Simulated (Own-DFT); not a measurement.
# Shaking the atoms of hexagonal WC, 64 atoms (C32W32)

Calculated results; nothing here was measured. They come from Own-DFT, an in-house plane-wave density functional program, since retired, whose code no person has reviewed. Each row is one single-point run on a periodic cell that was not relaxed, without spin or spin-orbit coupling.

Settings of every run: PBE; PseudoDojo norm-conserving scalar-relativistic files; cutoff 50 hartree; 4 x 4 x 4 k mesh centred on Gamma; cold (Marzari-Vanderbilt) smearing of 0.2 eV.

Known limits, some of them of some rows only: some atoms lie very close together; forces on such cells moved up to 12 meV/angstrom on a denser k mesh; stress not checked against mesh or cutoff.

Cell vectors in Å: (5.833, -5.052, -2.839); (0.000, -5.052, 8.518); (-5.833, -5.052, -2.839). In each run every atom was moved at random and independently from its ideal site; u is the rms move along one axis. E is the free energy for each atom above the fitted value at u = 0, and F the rms of the force components.

```
run   u (Å)  E (meV/atom)  F (eV/Å)  largest force (eV/Å)  P (GPa)
  1  0.0193          13.4     0.517                  2.15     3.23
  2  0.0201          16.1     0.593                  2.53     3.39
  3  0.0470          87.0     1.371                  6.20     6.23
  4  0.0539         109.0     1.527                  6.89     6.92
  5  0.0955             ?         ?                     ?        ?
  6  0.1071         431.8     3.175                 14.68    19.95
  7  0.1498         876.0     4.751                 20.90    36.95
```

## Worked fit

For small independent moves the energy grows as E = (3/2) K u², with K the mean stiffness felt by one atom. The runs with u up to 0.11 Å give K = 25.4 ± 0.5 eV/Å², with residuals divided by u² + 0.0006 Å², since the noise grows with the moves. The scatter is 3.0 meV/atom at u = 0.05 Å. The forces follow F = G u with G = 28.7 eV/Å²; no force at u = 0 is resolved. G exceeds K because the moves of its neighbours add to the force on an atom, and stiffness differs between atoms. At u = 0.150 Å the parabola gives 854 meV/atom and the run 876. The pressure follows P = 2.74 + 1499 u² GPa: at fixed volume, shortened bonds push harder than stretched ones pull.

## Withheld run

Question: what energy and rms force should run 5 give?

The fit gives 347 ± 11 meV/atom and about 2.74 eV/Å. The calculation gave 327.1 meV/atom and 2.583 eV/Å.
